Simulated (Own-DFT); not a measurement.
# Biaxial strain at fixed height in diamond-structure SiGeSn with randomly placed atoms, 64 atoms (Ge52Si8Sn4)

The numbers are computed, not measured, by runs of the plane-wave DFT program Own-DFT (in-house, retired, unreviewed) at fixed positions, with no spin and no spin-orbit coupling.

Method: PBE; PseudoDojo norm-conserving scalar-relativistic files; cutoff 49 hartree; 3 x 3 x 3 k mesh centred on Gamma; Fermi-Dirac smearing of 0.1 eV.

Caveats: forces on such cells moved up to 12 meV/angstrom on a denser k mesh; stress not checked against mesh or cutoff.

Unstrained cell vectors in Å: (11.363, 0.000, 0.000); (0.000, 11.363, 0.000); (0.000, 0.000, 11.363). The unstrained cell has measured lattice constants (interpolated for alloys), not those of this functional. That, the random moves and any unrelaxed bonds set the pressure at no strain. Each run strains x and y alike by e, as a substrate would, and holds the height along z. All atoms carry random offsets, Gaussian with a width of 0.05 Å per axis. The random placing of the alloy's atoms differs from row to row. Stress is positive in tension.

```
e (%)  u (Å)  (s_xx + s_yy)/2 (GPa)  s_zz (GPa)
-2.75  0.048                 -10.19       -8.21
-2.00  0.047                  -8.48       -7.08
-1.00  0.053                  -6.42       -5.94
-0.50  0.049                  -5.52       -5.17
-0.25  0.052                      ?           ?
 0.50  0.054                  -3.74       -4.25
 0.75  0.048                  -3.26       -3.58
 1.50  0.048                  -2.20       -3.18
 2.00  0.050                  -1.26       -2.61
 2.75  0.050                  -0.23       -1.81
```

## Working it out

With e as a fraction, the in-plane stress is -4.6 + 180 e - 796 e² GPa (errors 1 and 80, scatter 0.07), and s_zz is -4.7 + 115 e - 472 e² GPa (slope ± 3, scatter 0.15). At e = 0 the first slope is C11 + C12 and the second 2 C12, both with the ions held to the strained lattice and at the cell's own pressure. The term in e² is negative: the layer stiffens under compression and softens under tension. A free layer would change its height as e changes, and the in-plane slope would drop by 2 C12²/C11 to the biaxial modulus. At fixed height, a misfit of 1 % moves the in-plane stress by about 1.8 GPa and s_zz by 1.1 GPa.

## Check

Q: what are the two stresses at e = -0.25 %?

The fit gives -5.1 and -5.0 GPa. DFT gave -5.03 and -4.85 GPa.
